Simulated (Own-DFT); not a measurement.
# Computed records: GaP (zincblende, strongly disordered by large displacements), InAs (zincblende, strongly disordered by large displacements)

A calculation, not a measurement: plane-wave PBE density functional theory by an unreviewed code, no spin, of a simulated periodic cell, stress positive in tension, free energy of the whole cell less one offset for each atom, forces on such cells passed a denser k mesh, this cell's mesh not checked; broken bonds can close the gap or carry spin, so checks made on this kind of crystal may not hold here; offsets are fitted by least squares, one for each functional and potential file, so energies compare only between cells with the same atoms and settings and are not formation energies; the far tail of each file's local potential was reset to the Coulomb form; each entry is a single point on an unrelaxed cell, so the pressure reflects the starting lattice, mostly measured values (interpolated for alloys), from which strain is counted, and rises with the displacements; printed positions are rounded, which can move forces by about a meV/angstrom; the program, named Own-DFT, is a retired in-house code; no spin-orbit coupling. Program: Own-DFT development build.

Settings shared by all entries: functional PBE; potential files PseudoDojo norm-conserving, scalar-relativistic, standard set; wave cutoff 42 hartree; occupations Fermi-Dirac; smearing width 0.1 eV; k mesh 3 x 3 x 3 centred on Gamma.

(1) GaP (zincblende, strongly disordered by large displacements)

```
cell vectors (Å)
  10.9010     0.0000     0.0000
   0.0000    10.9010     0.0000
   0.0000     0.0000    10.9010
atoms (fractions of the cell vectors)
Ga  0.98626  0.98932  0.98770
Ga  0.02518  0.25048  0.24181
Ga  0.21948  0.98754  0.24816
Ga  0.26966  0.23030  0.99730
P   0.11813  0.11975  0.08844
P   0.14418  0.37707  0.37386
P   0.37598  0.12017  0.35214
P   0.38257  0.36280  0.14003
Ga  0.97932  0.00706  0.45236
Ga  0.99401  0.26865  0.72401
Ga  0.24563  0.01854  0.74166
Ga  0.23670  0.23302  0.48808
P   0.13540  0.13466  0.59994
P   0.10613  0.38302  0.88485
P   0.35454  0.11551  0.84741
P   0.34296  0.36723  0.63276
Ga  0.99419  0.52303  0.98058
Ga  0.02746  0.74189  0.23519
Ga  0.20033  0.49434  0.24497
Ga  0.24709  0.75764  0.01485
P   0.14367  0.65219  0.13079
P   0.10911  0.84201  0.36305
P   0.39411  0.62538  0.36868
P   0.38153  0.91803  0.15883
Ga  0.02235  0.54395  0.48015
Ga  0.96925  0.73296  0.78228
Ga  0.24306  0.52572  0.75835
Ga  0.27142  0.74574  0.52537
P   0.14571  0.62011  0.60580
P   0.15159  0.89054  0.85525
P   0.34759  0.59985  0.88496
P   0.38181  0.83012  0.64002
Ga  0.46671  0.99742  0.02191
Ga  0.48403  0.23861  0.22208
Ga  0.75016  0.00051  0.23528
Ga  0.73945  0.25475  0.01997
P   0.63656  0.11559  0.14260
P   0.62009  0.38436  0.36087
P   0.87023  0.14078  0.33446
P   0.83278  0.38223  0.10649
Ga  0.48827  0.02481  0.48147
Ga  0.49732  0.22785  0.76847
Ga  0.75795  0.99621  0.73644
Ga  0.74020  0.25788  0.47996
P   0.64200  0.11168  0.59196
P   0.61186  0.38768  0.83375
P   0.86776  0.11725  0.85420
P   0.85810  0.39322  0.62285
Ga  0.50239  0.48622  0.98936
Ga  0.49579  0.77248  0.22397
Ga  0.74785  0.51506  0.25307
Ga  0.74764  0.75746  0.00967
P   0.62027  0.61409  0.11022
P   0.61530  0.87112  0.37608
P   0.89454  0.61006  0.34629
P   0.88240  0.90288  0.12828
Ga  0.50807  0.49300  0.49975
Ga  0.49154  0.73916  0.75476
Ga  0.74517  0.53067  0.74225
Ga  0.71865  0.73468  0.53890
P   0.62163  0.60540  0.61845
P   0.60594  0.85022  0.89049
P   0.87506  0.60476  0.87297
P   0.85399  0.88019  0.63762
```

Here we set hardware one NVIDIA H100.

Results for GaP (zincblende, strongly disordered by large displacements): free energy of cell above offsets 2.172 eV; pressure 11.1 GPa; stress xx -10.95 GPa; stress yy -10.87 GPa; stress zz -11.48 GPa; stress yz 1.82 GPa; stress xz -1.79 GPa; stress xy -1.89 GPa; wall time 565.6 s.

Force:
```
element  x (eV/Å)  y (eV/Å)  z (eV/Å)
     Ga     1.378      1.32    -3.036
     Ga    -0.697     0.517    -1.226
     Ga    -1.521     1.394     0.643
     Ga    -0.883     2.152     0.218
      P     0.211       0.1     2.216
      P    -3.332    -2.413     2.503
      P    -3.179     0.755     0.356
      P    -4.096     4.499    -4.403
     Ga     0.899    -1.017     1.671
     Ga     0.048     -0.55     1.144
     Ga    -2.198    -2.956    -5.388
     Ga     5.335     3.442    -3.049
      P    -5.332    -4.022     3.373
      P     1.794     -1.23    -1.099
      P     4.361     1.844     5.272
      P     1.902     0.088    -0.308
     Ga     3.314    -3.605      5.05
     Ga    -7.885     0.662    -0.154
     Ga     4.563     2.243     -2.36
     Ga     3.396     2.858    -3.536
      P     0.086    -5.572    -2.992
      P     3.157     4.797     5.506
      P    -1.504     0.475    -0.389
      P     -3.46    -3.711     1.531
     Ga    -1.462     -3.51     0.194
     Ga     3.973      5.31     -4.43
     Ga    -3.514      -4.8    -3.535
     Ga    -2.032    -2.001    -6.088
      P    -1.573     0.969     2.875
      P    -3.451    -3.216     2.874
      P     4.614     4.032     4.312
      P     0.321     8.312    -0.018
     Ga     4.217     2.593    -5.895
     Ga     4.466    -2.783     3.475
     Ga     0.252     -2.42     3.981
     Ga    -2.483    -4.053    -4.724
      P    -4.032     2.445    -3.886
      P    -0.433    -1.093    -0.179
      P     0.015     0.698     1.561
      P     5.442     4.367     3.086
     Ga     1.554     -2.72     1.253
     Ga     1.067     1.444    -3.257
     Ga    -4.709     2.845     3.192
     Ga     1.007     0.773     0.074
      P    -1.319     0.591      2.02
      P     0.397    -0.837     2.284
      P     0.663     1.882     1.447
      P     0.988    -0.137    -1.753
     Ga    -0.701    -0.687    -0.102
     Ga     1.687    -3.129     1.765
     Ga    -1.391    -1.439    -0.993
     Ga     0.639    -0.402     0.337
      P     0.062     1.649     0.941
      P     1.048     0.055    -0.072
      P    -0.448     2.678     0.228
      P     0.218    -4.653    -0.131
     Ga    -2.701    -1.633    -0.732
     Ga     2.429    -3.336     3.515
     Ga     1.018    -3.364     0.754
     Ga     3.735     5.846    -4.227
      P    -4.361    -0.995     2.321
      P         0     2.364    -0.672
      P    -5.823     1.665      0.68
      P     4.264    -5.384     -4.02
```

(2) InAs (zincblende, strongly disordered by large displacements)

```
cell vectors (Å)
  12.1166     0.0000     0.0000
   0.0000    12.1166     0.0000
   0.0000     0.0000    12.1166
atoms (fractions of the cell vectors)
In  0.99166  0.02131  0.02142
In  0.98055  0.24884  0.21806
In  0.24896  0.02652  0.23911
In  0.25709  0.29025  0.98270
As  0.09576  0.12566  0.12562
As  0.15918  0.35135  0.37480
As  0.31993  0.13560  0.41502
As  0.32998  0.41361  0.12510
In  0.95960  0.99624  0.48496
In  0.96442  0.29510  0.74228
In  0.26626  0.96213  0.77933
In  0.25912  0.27948  0.50331
As  0.11029  0.13088  0.62938
As  0.12861  0.38633  0.89766
As  0.37305  0.08399  0.86103
As  0.36014  0.37211  0.61829
In  0.01835  0.49075  0.01803
In  0.00004  0.76544  0.25755
In  0.23598  0.49974  0.29314
In  0.24088  0.71562  0.98295
As  0.11896  0.62422  0.13184
As  0.07641  0.92379  0.31449
As  0.33571  0.66907  0.32384
As  0.33712  0.89840  0.14745
In  0.92000  0.52464  0.52520
In  0.01777  0.73477  0.67866
In  0.21436  0.50404  0.77706
In  0.20325  0.76724  0.48803
As  0.15955  0.62029  0.64987
As  0.16733  0.85128  0.87940
As  0.41333  0.60696  0.93858
As  0.37055  0.91249  0.64488
In  0.47909  0.04161  0.00083
In  0.47309  0.22674  0.26634
In  0.78175  0.99810  0.25283
In  0.76516  0.19275  0.99202
As  0.62612  0.08371  0.11458
As  0.62203  0.41201  0.35153
As  0.91193  0.14625  0.34978
As  0.87147  0.36771  0.13884
In  0.53467  0.98947  0.48362
In  0.46415  0.24286  0.75481
In  0.83497  0.01694  0.75736
In  0.77071  0.23357  0.48470
As  0.67066  0.14949  0.60636
As  0.64341  0.40930  0.90817
As  0.89115  0.14956  0.86963
As  0.85406  0.39158  0.63789
In  0.51350  0.47872  0.05077
In  0.45861  0.76522  0.23307
In  0.77886  0.50307  0.23894
In  0.72204  0.75648  0.00781
As  0.66368  0.59761  0.13705
As  0.65651  0.87341  0.40672
As  0.88758  0.63296  0.38448
As  0.84719  0.82984  0.14797
In  0.54838  0.55176  0.47933
In  0.51234  0.70825  0.75728
In  0.75734  0.45195  0.77481
In  0.76102  0.71277  0.51273
As  0.64008  0.66193  0.63675
As  0.65554  0.86437  0.87605
As  0.85646  0.63509  0.85086
As  0.89714  0.86599  0.65017
```

Settings of this run: hardware one NVIDIA H200.

Results for InAs (zincblende, strongly disordered by large displacements): free energy of cell above offsets 33.730 eV; pressure 15.93 GPa; stress xx -14.35 GPa; stress yy -15.89 GPa; stress zz -17.57 GPa; stress yz 1.92 GPa; stress xz 1.58 GPa; stress xy 2.5 GPa; wall time 1215 s.

Force:
```
element  x (eV/Å)  y (eV/Å)  z (eV/Å)
     In    -2.885    -5.163     -3.48
     In     5.114     1.729     0.235
     In    -2.171     4.216     3.414
     In     3.682    -5.128     2.048
     As     6.165     2.443     0.933
     As    -7.268     0.054    -3.707
     As     3.897    -6.475    -3.724
     As     1.376    -0.771     0.752
     In      1.47    -0.154     1.448
     In     6.565      -3.7     2.594
     In    -4.638     1.885    -1.243
     In    -2.563    -1.089     4.744
     As    -0.549     0.084     0.194
     As    -5.103    -1.266    -3.144
     As    -0.072     6.633    -0.961
     As     4.091     4.767     5.002
     In    -3.416     1.355     0.698
     In     0.307     -4.38    -1.368
     In     0.418     2.313    -1.555
     In     1.701    -1.963     2.631
     As      0.27     0.509     1.577
     As     1.868     2.998      2.85
     As    -2.726    -2.211     4.625
     As     2.741    -2.671    -5.148
     In     4.038    -1.208     2.246
     In     0.263    -1.334     3.533
     In     4.499    -1.755     1.269
     In      1.04     1.052    -0.429
     As     1.374     0.489    -5.521
     As    -6.969    -0.503     1.349
     As    -1.204       1.6    -2.928
     As     4.862    -3.358    -6.788
     In     1.049    -3.344     2.971
     In     0.232       0.6    -0.232
     In    -1.002    -0.093     0.683
     In    -5.162     2.973      4.17
     As      1.98     1.463     2.544
     As     0.111    -2.329     0.064
     As    -3.449    -2.854      4.53
     As     -1.89     1.813    -5.208
     In    -3.667     3.566     2.972
     In     1.374     0.791    -0.417
     In    -3.814    -2.502    -2.369
     In     2.655     3.774    -4.683
     As    -4.356    -3.945     5.329
     As     -3.08    -3.937     2.857
     As     5.515     1.699     0.085
     As    -1.664    -2.038    -6.885
     In     0.679     -1.08     1.631
     In     6.112     1.958    -1.863
     In     2.272    -1.076     4.825
     In     1.266    -3.655     1.896
     As    -4.533     4.475    -2.932
     As     2.607     -2.54    -3.279
     As     0.263      2.02    -5.525
     As     0.261     1.678    -1.065
     In    -1.755     0.094     0.253
     In    -4.324     2.746     4.424
     In    -0.953      4.96     1.603
     In     2.125     4.237    -2.252
     As    -0.033     -4.07     0.693
     As    -2.427     3.709    -4.115
     As     1.028    -0.199     0.318
     As    -3.598     2.109    -3.169
```

(3) InAs (zincblende, strongly disordered by large displacements)

```
cell vectors (Å)
  12.1166     0.0000     0.0000
   0.0000    12.1166     0.0000
   0.0000     0.0000    12.1166
atoms (fractions of the cell vectors)
In  0.02397  0.00111  0.99024
In  0.01269  0.24014  0.21245
In  0.23507  0.02265  0.22970
In  0.24314  0.23838  0.99547
As  0.05185  0.10250  0.12199
As  0.10162  0.41063  0.29903
As  0.36409  0.11195  0.38098
As  0.35467  0.33759  0.08799
In  0.97319  0.99251  0.50538
In  0.03685  0.23070  0.78150
In  0.23678  0.00449  0.73949
In  0.21765  0.27518  0.50073
As  0.13886  0.15548  0.63322
As  0.11743  0.37063  0.88045
As  0.37010  0.15132  0.84619
As  0.40738  0.38748  0.60501
In  0.99393  0.50978  0.03121
In  0.99383  0.73670  0.25449
In  0.24218  0.50383  0.23014
In  0.22910  0.73590  0.01979
As  0.11519  0.62570  0.12144
As  0.11521  0.88033  0.38905
As  0.37993  0.64786  0.38283
As  0.34878  0.90350  0.09864
In  0.94153  0.43866  0.52204
In  0.95282  0.72416  0.75612
In  0.24291  0.42739  0.78326
In  0.31362  0.75761  0.49366
As  0.06648  0.61384  0.67094
As  0.15390  0.90587  0.90412
As  0.39280  0.62621  0.85592
As  0.39402  0.87838  0.60707
In  0.53757  0.96635  0.99250
In  0.51680  0.25231  0.22165
In  0.76699  0.98958  0.24378
In  0.74157  0.20752  0.01533
As  0.61335  0.13877  0.14289
As  0.59449  0.32646  0.36689
As  0.90094  0.15088  0.35502
As  0.88574  0.38005  0.13535
In  0.54209  0.99861  0.50720
In  0.47208  0.30324  0.73590
In  0.74645  0.98870  0.76771
In  0.74967  0.25468  0.51302
As  0.62626  0.12018  0.63038
As  0.60769  0.36358  0.83579
As  0.86618  0.13073  0.89448
As  0.88366  0.29520  0.60693
In  0.50659  0.47244  0.03078
In  0.47926  0.76093  0.27230
In  0.75095  0.46780  0.20143
In  0.75534  0.76116  0.94155
As  0.62875  0.68109  0.13132
As  0.65456  0.82696  0.38342
As  0.91441  0.58417  0.32519
As  0.78563  0.87555  0.06160
In  0.51475  0.48170  0.47054
In  0.54413  0.74184  0.73165
In  0.71887  0.46994  0.76694
In  0.74035  0.78951  0.55613
As  0.56380  0.60803  0.57078
As  0.57103  0.86501  0.86202
As  0.82333  0.58236  0.88439
As  0.86601  0.89306  0.58927
```

It was run with hardware one NVIDIA H200.

The calculation gives: free energy of cell above offsets 46.350 eV; pressure 17.51 GPa; stress xx -15.2 GPa; stress yy -18.71 GPa; stress zz -18.63 GPa; stress yz -6.71 GPa; stress xz 2.1 GPa; stress xy -4.86 GPa; wall time 1263 s.

Force:
```
element  x (eV/Å)  y (eV/Å)  z (eV/Å)
     In    -6.022    -4.067     -6.35
     In    -0.981     8.055     5.285
     In    -0.563    -0.104     1.233
     In    -4.942     -5.27    -3.663
     As     5.929    -1.789     2.997
     As     -4.21     -2.95     4.508
     As     0.278     0.865    -0.034
     As     4.581     4.953     5.694
     In     7.586     7.483    -5.959
     In    -3.755    -1.802    -0.142
     In     1.752     -0.41    -0.501
     In     2.078     1.627    -2.865
     As    -1.075    -3.175    -0.851
     As    -7.838    -0.325     8.748
     As     0.336    -1.346     0.469
     As     -7.77     3.983    -7.111
     In    -1.345     -1.04    -3.616
     In     1.329     4.898    -0.416
     In     5.985     1.856     -1.38
     In     3.649     1.888    -3.316
     As    -0.066     0.894     2.021
     As      0.99    -0.525    -0.958
     As     0.857    -10.77    -5.479
     As     0.945    -0.982     0.397
     In     3.324     7.887    -3.627
     In    -3.183     3.656      2.58
     In     9.348     6.042    -7.069
     In    -7.326     4.436     4.139
     As     4.508    -4.372    -3.653
     As     2.707    -3.506    -2.628
     As    -1.213    -0.955      1.21
     As     1.014     3.012     4.062
     In    -2.887     7.664     9.325
     In     -10.3     4.565     1.066
     In    -0.049     0.239     1.246
     In    -0.209     3.355      0.21
     As     5.007    -9.839      -4.4
     As     3.793     2.745     4.022
     As    -2.237    -1.767     1.923
     As     3.611    -5.646    -4.065
     In    -1.472    -1.672    -2.798
     In    -0.098    -8.376     4.643
     In    -0.082     0.517    -0.378
     In    -9.068    -3.767    -6.946
     As      0.77     2.033      2.16
     As    -1.753    -5.147     9.503
     As      2.54    -1.947    -2.946
     As     6.442     -2.25      10.2
     In     0.734     1.829    -1.184
     In     2.128     3.063    -3.663
     In    -7.734     5.427     4.086
     In    -2.703     -6.39    -7.033
     As     0.279    -1.636    -0.322
     As    -0.871     1.919    -2.525
     As    -2.225    -4.549     2.493
     As     2.874     7.742     8.341
     In    -2.153    -6.288    -7.946
     In    -2.136    -3.737     -4.05
     In     5.585     5.502    -6.662
     In    -8.976    -8.889    -0.896
     As     5.201     8.376     7.055
     As     3.972    -2.642     -5.05
     As     2.643     0.485     1.389
     As     2.471     0.934     9.473
```

(4) InAs (zincblende, strongly disordered by large displacements)

```
cell vectors (Å)
  12.1166     0.0000     0.0000
   0.0000    12.1166     0.0000
   0.0000     0.0000    12.1166
atoms (fractions of the cell vectors)
In  0.00456  0.99992  0.02659
In  0.00932  0.23838  0.27685
In  0.26533  0.98097  0.26690
In  0.25709  0.25218  0.01370
As  0.13121  0.12584  0.14855
As  0.11672  0.37695  0.37774
As  0.38408  0.10384  0.38668
As  0.38800  0.36775  0.12187
In  0.98986  0.99730  0.52598
In  0.99746  0.25170  0.78075
In  0.23853  0.96452  0.76752
In  0.24268  0.25925  0.50542
As  0.10170  0.12611  0.63441
As  0.13073  0.36515  0.87684
As  0.35025  0.12039  0.86197
As  0.35895  0.39406  0.62922
In  0.99478  0.50764  0.99897
In  0.96812  0.74289  0.24230
In  0.23204  0.50508  0.24768
In  0.25007  0.74206  0.00559
As  0.12624  0.62651  0.16034
As  0.11610  0.87440  0.35922
As  0.38316  0.62025  0.35476
As  0.36231  0.87616  0.12648
In  0.00102  0.49639  0.52129
In  0.02086  0.75604  0.74980
In  0.23481  0.50006  0.71047
In  0.24936  0.74878  0.49177
As  0.12520  0.63033  0.64308
As  0.10193  0.90126  0.88824
As  0.38068  0.62549  0.88121
As  0.37537  0.87616  0.62282
In  0.53099  0.99534  0.03224
In  0.49871  0.24594  0.23304
In  0.74024  0.00683  0.25099
In  0.73405  0.24777  0.98332
As  0.62348  0.10859  0.15154
As  0.62990  0.36747  0.33691
As  0.87567  0.12590  0.33818
As  0.86830  0.37697  0.13375
In  0.50593  0.00436  0.51316
In  0.47817  0.24175  0.70927
In  0.73240  0.98063  0.74244
In  0.75837  0.24811  0.51609
As  0.65072  0.11991  0.65188
As  0.63719  0.37977  0.90200
As  0.87582  0.13241  0.88303
As  0.87277  0.36468  0.64168
In  0.48504  0.48712  0.98144
In  0.51252  0.78662  0.25317
In  0.75718  0.49268  0.27643
In  0.74354  0.75425  0.97535
As  0.61937  0.64236  0.11431
As  0.63744  0.88692  0.34547
As  0.88195  0.60180  0.37904
As  0.88722  0.89051  0.11897
In  0.50868  0.48305  0.49114
In  0.50506  0.76524  0.75752
In  0.75734  0.50482  0.74291
In  0.77820  0.74178  0.51996
As  0.63197  0.62522  0.62741
As  0.60351  0.87170  0.87261
As  0.86755  0.63120  0.84318
As  0.86405  0.87904  0.64274
```

Here we set hardware one NVIDIA H200.

It finds free energy of cell above offsets -5.679 eV; pressure 8.07 GPa; stress xx -9.02 GPa; stress yy -9.23 GPa; stress zz -5.94 GPa; stress yz 0.38 GPa; stress xz -0.82 GPa; stress xy -0.37 GPa; wall time 1153 s.

Force:
```
element  x (eV/Å)  y (eV/Å)  z (eV/Å)
     In     1.393     4.704    -0.835
     In     1.493     2.615    -2.753
     In    -1.009     1.428    -0.091
     In    -0.834    -1.227    -0.695
     As     1.168    -0.202     -0.58
     As     0.842     0.836     0.977
     As    -0.711     2.807    -0.503
     As    -1.778      1.73     0.369
     In    -0.013     0.055    -2.713
     In     0.203    -0.174    -1.687
     In     1.754     2.155    -2.237
     In    -0.099     -1.49    -0.154
     As     1.834     0.661     0.652
     As     0.945     2.307     0.589
     As     1.576     0.248     0.429
     As      4.05    -2.865    -3.195
     In    -0.055    -0.233     0.155
     In     0.718     0.315     0.649
     In     3.776    -3.626     2.182
     In    -0.921    -0.032     0.127
     As    -2.947     3.223    -4.539
     As    -1.363    -0.794     1.931
     As     0.344     0.422     1.033
     As     1.499     -0.13    -1.217
     In     0.004    -0.418     0.023
     In    -2.115     1.503     1.815
     In    -0.194    -0.499      6.27
     In     0.156    -0.258    -0.781
     As    -1.492       2.4    -4.068
     As     0.271    -3.599     0.006
     As    -1.497     0.663    -2.004
     As    -0.466    -0.685      0.26
     In    -3.525    -1.763    -2.877
     In    -0.804    -1.214     1.737
     In      5.49    -0.601    -0.543
     In     2.639    -3.163     3.625
     As    -0.251      4.84    -2.631
     As    -1.906    -2.098     3.802
     As    -2.323    -1.879      4.62
     As     0.659     -0.61     -0.52
     In      1.86    -0.501     0.254
     In     0.238    -0.708     2.332
     In      0.99    -1.234     4.401
     In     -0.25    -0.691    -2.413
     As    -3.122       3.6    -3.208
     As    -2.295     3.115    -4.385
     As    -1.167    -2.719     0.814
     As     1.055     0.473    -0.177
     In     1.073      0.64     1.432
     In    -3.101    -3.853    -2.701
     In     0.314     1.719    -3.649
     In     0.899    -0.503     1.117
     As     0.137    -0.744     0.669
     As     0.456    -1.348     7.092
     As     0.919     2.283     1.694
     As    -4.559    -3.117     1.599
     In    -0.059     0.899    -0.658
     In    -2.743    -3.569    -3.056
     In    -1.846    -1.851     0.106
     In    -1.108    -0.717    -1.825
     As    -1.367     0.138    -0.537
     As     2.572     3.185     2.707
     As      2.14     1.449     2.405
     As     2.452    -1.295    -0.646
```
